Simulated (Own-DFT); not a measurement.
# Shaking the atoms of zincblende InP, 64 atoms (In32P32)

Calculated results; nothing here was measured. They come from Own-DFT, an in-house plane-wave density functional program, since retired, whose code no person has reviewed. Each row is one single-point run on a periodic cell that was not relaxed, without spin or spin-orbit coupling.

Settings of every run: PBE; PseudoDojo norm-conserving scalar-relativistic files; cutoff 36 hartree; 3 x 3 x 3 k mesh centred on Gamma; Fermi-Dirac smearing of 0.1 eV.

Known limits: forces on such cells moved up to 12 meV/angstrom on a denser k mesh; stress not checked against mesh or cutoff.

Cell vectors in Å: (11.737, 0.000, 0.000); (0.000, 11.737, 0.000); (0.000, 0.000, 11.737). In each run every atom was moved at random and independently from its ideal site; u is the rms move along one axis. E is the free energy for each atom above the fitted value at u = 0, and F the rms of the force components.

```
run   u (Å)  E (meV/atom)  F (eV/Å)  largest force (eV/Å)  P (GPa)
  1  0.0203           6.3     0.265                  0.76     3.22
  2  0.0207           5.9     0.250                  0.90     3.21
  3  0.0464          29.2     0.547                  1.77     3.50
  4  0.0496          38.8     0.633                  1.87     3.62
  5  0.0537             ?         ?                     ?        ?
  6  0.0931         117.1     1.181                  4.95     4.51
  7  0.1013         145.1     1.314                  4.60     4.89
  8  0.1015         161.8     1.353                  4.78     5.16
  9  0.1435         307.0     2.228                  9.20     6.78
 10  0.2148         593.2     3.302                 14.29    10.46
```

## Worked fit

For small independent moves the energy grows as E = (3/2) K u², with K the mean stiffness felt by one atom. The runs with u up to 0.11 Å give K = 9.7 ± 0.3 eV/Å², with residuals divided by u² + 0.0006 Å², since the noise grows with the moves. The scatter is 2.8 meV/atom at u = 0.05 Å. The forces follow F = G u with G = 12.7 eV/Å²; no force at u = 0 is resolved. G exceeds K because the moves of its neighbours add to the force on an atom, and stiffness differs between atoms. At u = 0.215 Å the parabola gives 670 meV/atom and the run 593. The pressure follows P = 3.14 + 177 u² GPa: at fixed volume, shortened bonds push harder than stretched ones pull.

## Withheld run

Question: what energy and rms force should run 5 give?

The fit gives 42 ± 3 meV/atom and about 0.68 eV/Å. The calculation gave 40.2 meV/atom and 0.618 eV/Å.
